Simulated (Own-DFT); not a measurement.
# Stretching a layer in its plane: diamond-structure GeSn with randomly placed atoms, 64 atoms (Ge56Sn8)

Source: density functional calculations with Own-DFT, an unreviewed in-house program that is no longer used. Nothing was measured or relaxed, and spin and spin-orbit coupling are left out.

Common settings: PBE; PseudoDojo norm-conserving scalar-relativistic files; cutoff 49 hartree; 3 x 3 x 3 k mesh centred on Gamma; Fermi-Dirac smearing of 0.1 eV.

Caveats: forces on such cells moved up to 12 meV/angstrom on a denser k mesh; stress not checked against mesh or cutoff.

Unstrained cell vectors in Å: (11.524, 0.000, 0.000); (0.000, 11.524, 0.000); (0.000, 0.000, 11.524). The unstrained cell has measured lattice constants (interpolated for alloys), not those of this functional. That, the random moves and any unrelaxed bonds set the pressure at no strain. Each run strains x and y alike by e, as a substrate would, and holds the height along z. Each coordinate of each atom was shifted by a normal deviate of width 0.05 Å. The random placing of the alloy's atoms differs from row to row. Stress is positive in tension.

| e (%) | u (Å) | (s_xx + s_yy)/2 (GPa) | s_zz (GPa) |
|---|---|---|---|
| -2.50 | 0.053 | -10.14 | -8.79 |
| -2.00 | 0.049 | -8.63 | -7.54 |
| -1.75 | 0.051 | -8.37 | -7.24 |
| -1.50 | 0.048 | ? | ? |
| 0.25 | 0.050 | -4.73 | -4.62 |
| 0.75 | 0.053 | -4.09 | -4.45 |
| 1.75 | 0.052 | -2.65 | -3.33 |
| 2.25 | 0.053 | -1.94 | -3.29 |
| 2.50 | 0.049 | -1.33 | -2.52 |
| 3.00 | 0.047 | -0.65 | -2.02 |

## What the rows give

With e as a fraction, the in-plane stress is -5.3 + 169 e - 648 e² GPa (errors 3 and 250, scatter 0.19), and s_zz is -5.1 + 117 e - 718 e² GPa (slope ± 5, scatter 0.28). At e = 0 the first slope is C11 + C12 and the second 2 C12, both with the ions held to the strained lattice and at the cell's own pressure. A free layer would change its height as e changes, and the in-plane slope would drop by 2 C12²/C11 to the biaxial modulus. At fixed height, a misfit of 1 % moves the in-plane stress by about 1.7 GPa and s_zz by 1.2 GPa.

## Prediction

The question: what are the two stresses at e = -1.50 %?

The fit gives -7.9 and -7.0 GPa. The hidden result is -7.91 and -7.15 GPa.
